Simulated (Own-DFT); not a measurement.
# Shaking the atoms of 6H (3C twinned every three layers) SiC, 48 atoms (C24Si24)

Calculated results; nothing here was measured. The program, named Own-DFT, is a retired in-house plane-wave density functional code that no person has reviewed. Each row is one single-point run on a periodic cell that was not relaxed, without spin or spin-orbit coupling.

Settings of every run: PBE; PseudoDojo norm-conserving scalar-relativistic files; cutoff 42 hartree; 5 x 5 x 2 k mesh centred on Gamma; Fermi-Dirac smearing of 0.1 eV.

Known limits, some of them of some rows only: some atoms lie very close together; forces on such cells passed a denser k mesh, each cell not checked; stress not checked against mesh or cutoff.

Cell vectors in Å: (4.360, -4.360, 0.000); (0.000, 4.360, -4.360); (8.719, 8.719, 8.719). In each run every atom was moved at random and independently from its ideal site; u is the rms move along one axis. E is the free energy for each atom above the fitted value at u = 0, and F the rms of the force components.

```
run   u (Å)  E (meV/atom)  F (eV/Å)  largest force (eV/Å)  P (GPa)
  1  0.0286          35.5     0.777                  2.29     3.59
  2  0.0297          38.7     0.835                  2.44     3.67
  3  0.0600         152.7     2.031                 10.92     6.35
  4  0.0608             ?         ?                     ?        ?
  5  0.1051         439.3     3.591                 15.62    14.49
  6  0.1086         560.0     5.346                 37.54    17.35
```

## Worked fit

For small independent moves the energy grows as E = (3/2) K u², with K the mean stiffness felt by one atom. The runs with u up to 0.11 Å give K = 28.9 ± 1.5 eV/Å², with residuals divided by u² + 0.0006 Å², since the noise grows with the moves. The scatter is 9.4 meV/atom at u = 0.05 Å. The forces follow F = G u with G = 35.4 eV/Å²; no force at u = 0 is resolved. G exceeds K because the moves of its neighbours add to the force on an atom, and stiffness differs between atoms. The pressure follows P = 2.46 + 1177 u² GPa: at fixed volume, shortened bonds push harder than stretched ones pull.

## Withheld run

Question: what energy and rms force should run 4 give?

The fit gives 160 ± 15 meV/atom and about 2.15 eV/Å. The calculation gave 163.3 meV/atom and 2.092 eV/Å.
